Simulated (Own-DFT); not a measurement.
# What a defect does to the pressure of its cell: C11b WSi2

Everything here is calculated. The program is Own-DFT (plane waves, in-house, since retired, never reviewed by a person); positions were held fixed, and spin and spin-orbit coupling were off.

Settings: PBE; PseudoDojo norm-conserving scalar-relativistic files; cutoff 50 hartree; 5 x 5 x 5 k mesh centred on Gamma; cold (Marzari-Vanderbilt) smearing of 0.2 eV.

Limits: forces on such cells failed a check on a denser k mesh; stress not checked against mesh or cutoff.

All runs share one cell, with vectors in Å (-2.148, -5.953, 3.409); (-6.444, 2.976, 1.136); (-2.553, -2.948, -6.757) and a volume of 403.2 Å³. The atoms are randomly displaced, by u rms on each axis. The defect's site can differ from row to row.

```
              cell  formula   u (Å)  P (GPa)
         no defect  Si20W10  0.0172     4.34
         no defect  Si20W10  0.0209     4.63
         no defect  Si20W10  0.0541     6.36
one W on a Si site  Si19W11  0.0295     9.37
one W on a Si site  Si19W11  0.0311     9.90
one W on a Si site  Si19W11  0.0510    10.91
one Si on a W site   Si21W9  0.0363     6.30
one Si on a W site   Si21W9  0.0500     6.94
one Si on a W site   Si21W9  0.0500     7.89
     one W vacancy   Si20W9  0.0290     3.14
     one W vacancy   Si20W9  0.0297     3.22
     one W vacancy   Si20W9  0.0462     4.26
     one W vacancy   Si20W9  0.0467        ?
    one Si vacancy  Si19W10  0.0280     3.07
    one Si vacancy  Si19W10  0.0295     3.38
    one Si vacancy  Si19W10  0.0418     4.30
```

## What the rows give

P = P0 + c u² + a shift for each defect gives P0 = 4.12 GPa, c = 807 ± 95 GPa/Å² and a scatter of 0.28 GPa. The shifts, and each times the cell's volume:

- one W on a Si site: 4.75 ± 0.23 GPa, 11.9 eV
- one Si on a W site: 1.22 ± 0.25 GPa, 3.1 eV
- one Si vacancy: -1.46 ± 0.23 GPa, -3.7 eV
- one W vacancy: -1.62 ± 0.23 GPa, -4.1 eV

Positive is outwards. The product with the volume (160.2 GPa Å³ to the eV) is nearly free of the cell's size; divided by the bulk modulus at the cell's pressure it gives the volume that the defect adds. The atoms around the defects weren't relaxed, which would change these numbers.

## Prediction

The question: what pressure belongs in the blank (one W vacancy, u = 0.0467 Å)?

The fitted form gives 4.26 ± 0.34 GPa. The hidden result is 4.73 GPa.
